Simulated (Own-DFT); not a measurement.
# What a defect does to the pressure of its cell: zincblende GaAs

Calculated, not measured: single-point runs of Own-DFT, a retired in-house plane-wave DFT program that no person has reviewed, on unrelaxed cells, without spin or spin-orbit coupling.

Common settings: PBE; PseudoDojo norm-conserving scalar-relativistic files; cutoff 42 hartree; 3 x 3 x 3 k mesh centred on Gamma; Fermi-Dirac smearing of 0.1 eV.

Known weak points (not all hold for every row): not probed for a lower state with spin; forces on such cells failed a check on a denser k mesh; forces not confirmed at this smearing and k mesh; forces on such cells passed a denser k mesh, each cell not checked; stress not checked against mesh or cutoff.

All runs share one cell, with vectors in Å (11.307, 0.000, 0.000); (0.000, 11.307, 0.000); (0.000, 0.000, 11.307) and a volume of 1445.4 Å³. u is the rms random offset of the atoms per axis. The defect's site can differ from row to row.

```
                                        cell     formula   u (Å)  P (GPa)
                                   no defect    As32Ga32  0.0194     3.52
                                   no defect    As32Ga32  0.0206     3.52
                                   no defect    As32Ga32  0.0483     3.96
                            two Ga vacancies    As32Ga30  0.0271     2.91
                            two Ga vacancies    As32Ga30  0.0284     2.97
                            two Ga vacancies    As32Ga30  0.0315     3.03
one As on a Ga site and one Ga on an As site    As32Ga32  0.0304     3.96
one As on a Ga site and one Ga on an As site    As32Ga32  0.0478     4.23
one As on a Ga site and one Ga on an As site    As32Ga32  0.0536     4.46
                         one In on a Ga site  As32Ga31In  0.0272        ?
                         one In on a Ga site  As32Ga31In  0.0296     4.27
                         one In on a Ga site  As32Ga31In  0.0495     4.55
                         one In on a Ga site  As32Ga31In  0.0561     4.90
                            two As vacancies    As30Ga32  0.0306     3.32
                            two As vacancies    As30Ga32  0.0315     3.29
                            two As vacancies    As30Ga32  0.0516     3.67
```

## Fit

P = P0 + c u² + a shift for each defect gives P0 = 3.42 GPa, c = 238 ± 17 GPa/Å² and a scatter of 0.05 GPa. The shifts, and each times the cell's volume:

- one In on a Ga site: 0.64 ± 0.05 GPa, 5.8 eV
- one As on a Ga site and one Ga on an As site: 0.32 ± 0.05 GPa, 2.9 eV
- two As vacancies: -0.36 ± 0.04 GPa, -3.2 eV (-1.6 eV for each of its 2 sites)
- two Ga vacancies: -0.65 ± 0.04 GPa, -5.9 eV (-2.9 eV for each of its 2 sites)

Against the defect-free cell, a freed cell would be larger where the shift is positive and smaller where it is negative (160.2 GPa Å³ is 1 eV). The atoms around the defects weren't relaxed, which would change these numbers.

## Withheld run

Q: what pressure belongs in the blank (one In on a Ga site, u = 0.0272 Å)?

The fit gives 4.24 ± 0.06 GPa. Computed: 4.24 GPa.
